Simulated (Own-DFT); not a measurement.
# A change of arrangement and its cost: In32P32, 64 atoms

All numbers below are calculated, not measured. The program, named Own-DFT, is a retired in-house plane-wave density functional code that no person has reviewed. Each row is one single-point run on a periodic cell that was not relaxed, without spin or spin-orbit coupling.

Settings of every run: PBE; PseudoDojo norm-conserving scalar-relativistic files; cutoff 36 hartree; 3 x 3 x 3 k mesh centred on Gamma; Fermi-Dirac smearing of 0.1 eV.

Known limits, some of them of some rows only: not probed for a lower state with spin; forces on such cells moved up to 12 meV/angstrom on a denser k mesh; stress not checked against mesh or cutoff.

All cells hold the same atoms in the same cell, with vectors in Å (11.737, 0.000, 0.000); (0.000, 11.737, 0.000); (0.000, 0.000, 11.737). Every atom was moved at random from its ideal site; u is the rms move along one axis. The defect's site can differ from row to row. E is the free energy of the cell above the lowest run. The arrangements:

- A: zincblende InP
- B: zincblende InP, with one In on a P site and one P on an In site, 2.5 Å apart

```
arrangement   u (Å)  E (eV)  P (GPa)
          A  0.0180   0.000     3.18
          A  0.0202   0.099     3.20
          A  0.0202   0.154     3.22
          A  0.0491   2.145     3.59
          A  0.0506   2.149     3.59
          A  0.0553   2.458     3.65
          B  0.0296   4.490     3.63
          B  0.0308   4.275     3.59
          B  0.0331   5.095     3.75
          B  0.0468   5.993     3.95
          B  0.0491   6.165     3.97
          B  0.0511   6.351     3.95
```

Question: once the cost of the random moves is taken out, how do the arrangements rank?

## Worked answer

Fit E = a + b u², with one b for all and one a for each arrangement, and with residuals divided by u², since the noise grows with the moves. Then b = 1018 eV/Å², the scatter at u = 0.04 Å is 0.27 eV, and against A:

- B: 3.93 ± 0.12 eV (higher)

These are energies of unrelaxed cells. Relaxing the atoms lowers the strained arrangements most, so the gaps would shrink and small ones could change sign.
